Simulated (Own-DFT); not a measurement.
# Stretching a layer in its plane: wurtzite AlGaN with randomly placed atoms, 72 atoms (Al27Ga9N36)

The numbers are computed, not measured, by runs of the plane-wave DFT program Own-DFT (in-house, retired, unreviewed) at fixed positions, with no spin and no spin-orbit coupling.

Common settings: PBE; PseudoDojo norm-conserving scalar-relativistic files (stringent for Ga); cutoff 96 hartree; 4 x 4 x 3 k mesh centred on Gamma; Gaussian smearing of 0.01 eV.

Known weak points: forces on such cells passed a denser k mesh, each cell not checked; stress not checked against mesh or cutoff.

Unstrained cell vectors in Å: (9.394, 0.000, 0.000); (-4.697, 8.135, 0.000); (0.000, 0.000, 10.066). The unstrained cell has measured lattice constants (interpolated for alloys), not those of this functional. That, the random moves and any unrelaxed bonds set the pressure at no strain. Each run strains x and y alike by e, as a substrate would, and holds the height along z. Random moves of width 0.05 Å per axis were added to every atom. The random placing of the alloy's atoms differs from row to row. Stress is positive in tension.

```
e (%),u (Å),(s_xx + s_yy)/2 (GPa),s_zz (GPa)
-2.50,0.051,-23.25,-10.21
-2.25,0.050,-21.00,-10.15
-1.50,0.050,-14.85,-10.75
-1.25,0.049,-12.98,-9.30
-1.00,0.050,-13.46,-6.62
1.75,0.050,?,?
2.00,0.051,3.95,-3.71
2.50,0.051,6.61,-3.08
2.75,0.048,7.03,-2.24
3.00,0.056,7.61,-2.37
```

## Working it out

With e as a fraction, the in-plane stress is -5.9 + 582 e - 4069 e² GPa (errors 14 and 1174, scatter 0.75), and s_zz is -6.8 + 154 e GPa (slope ± 15, scatter 0.95). At e = 0 the first slope is C11 + C12 and the second 2 C13, both with the ions held to the strained lattice and at the cell's own pressure. The term in e² is negative: the layer stiffens under compression and softens under tension. A free layer would change its height as e changes, and the in-plane slope would drop by 2 C13²/C33 to the biaxial modulus. At fixed height, a misfit of 1 % moves the in-plane stress by about 5.8 GPa and s_zz by 1.5 GPa.

## Test on the hidden row

The question: what are the two stresses at e = 1.75 %?

From the fit: 3.0 and -4.1 GPa. The run itself gave 3.27 and -4.46 GPa.
